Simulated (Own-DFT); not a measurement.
# Device materials side by side: how hard are they to compress?

Calculated, not measured: single-point runs of Own-DFT, a retired in-house plane-wave DFT program that no person has reviewed, on unrelaxed cells, without spin or spin-orbit coupling.

Caveats (not all hold for every row): forces on such cells moved up to 12 meV/angstrom on a denser k mesh; forces not confirmed at this smearing and k mesh; k mesh not checked against a denser one; forces on such cells passed a denser k mesh, each cell not checked; stress not checked against mesh or cutoff.

All runs are PBE with PseudoDojo norm-conserving files; cutoff and k mesh are each material's own. Every cell starts from measured lattice constants and was given uniform random strains and small random moves of its atoms. Each triple is the change of volume in per cent, the rms move u in Å and the pressure in GPa.

- 3C SiC (C32Si32), 10.36 Å³/atom unstrained: (-2.74, 0.048, 12.13); (-2.60, 0.053, 12.32); (-0.42, 0.048, 6.44); (0.27, 0.048, 4.91); (0.79, 0.053, 3.97); (1.38, 0.047, 1.64); (3.49, 0.052, -1.23)
- wurtzite AlN (Al64N64), 10.45 Å³/atom unstrained: (-3.23, 0.052, 13.46); (-2.41, 0.049, 11.29); (-2.29, 0.048, 10.86); (-0.32, 0.050, 6.12); (-0.04, 0.049, 5.75); (1.39, 0.050, 3.01); (2.83, 0.052, 0.50)
- wurtzite GaN (Ga36N36), 11.42 Å³/atom unstrained: (-2.74, 0.045, 13.61); (-1.92, 0.052, 11.45); (-0.47, 0.054, 8.22); (-0.47, 0.051, 8.36); (1.83, 0.049, 3.63); (2.47, 0.051, 2.86); (3.38, 0.046, 0.80)
- diamond silicon (Si64), 20.02 Å³/atom unstrained: (-1.29, 0.051, 4.06); (-0.20, 0.046, 2.62); (1.09, 0.051, 1.82); (1.98, 0.048, 0.74); (2.47, 0.046, 0.15); (2.92, 0.051, 0.03); (3.17, 0.052, -0.25)
- zincblende GaP (Ga32P32), 20.24 Å³/atom unstrained: withheld
- grey tin (Sn64), 34.15 Å³/atom unstrained: (-2.55, 0.050, 5.15); (-2.06, 0.050, 4.80); (-1.37, 0.046, 4.48); (-1.34, 0.047, 4.36); (-1.00, 0.049, 4.20); (1.46, 0.051, 3.11); (1.78, 0.048, 2.75)

## Fit

Fit a line to each set against the fractional change of volume; B is minus its slope, and u is nearly the same within a set. To take it to zero pressure, assume that B rises by 4 GPa for each GPa: B0 = B - 4 x (mean pressure). The bond length of an ideal tetrahedral crystal with the unstrained volume v is d = (√3/4)(8 v)^(1/3). Cohen's empirical rule reads B0 = (1971 - 220 L) d^(-3.5) GPa, with L = 0 for group IV crystals and SiC and 1 for III-V compounds.

| material | L | d (Å) | B (GPa) | mean P (GPa) | B0 (GPa) | rule (GPa) |
|---|---|---|---|---|---|---|
| 3C SiC (C32Si32) | 0 | 1.888 | 228 ± 13 | 5.7 | 205 ± 13 | 213 |
| wurtzite AlN (Al64N64) | 1 | 1.893 | 214 ± 9 | 7.3 | 185 ± 9 | 188 |
| wurtzite GaN (Ga36N36) | 1 | 1.950 | 204 ± 5 | 7.0 | 176 ± 5 | 169 |
| diamond silicon (Si64) | 0 | 2.352 | 95 ± 5 | 1.3 | 90 ± 5 | 99 |
| zincblende GaP (Ga32P32) | 1 | 2.360 | ? | ? | ? | 87 |
| grey tin (Sn64) | 0 | 2.810 | 52 ± 2 | 4.1 | 35 ± 2 | 53 |

A line through ln[B0/(1971 - 220 L)] against ln d has a slope of -4.4 ± 0.2 and a scatter of 8 %. Against the rule, B0 stands at 96 % for 3C SiC, 99 % for wurtzite AlN, 104 % for wurtzite GaN, 91 % for diamond silicon, 67 % for grey tin. PBE tends to make silicon and heavier crystals too soft, and the rule itself is only a guide.

## Prediction

Question: what B0 does the fitted trend give for zincblende GaP (Ga32P32)?

The straight line predicts 72 GPa. Its own runs give B = 89 ± 5 GPa at a mean pressure of 3.8 GPa, so B0 = 74 GPa.
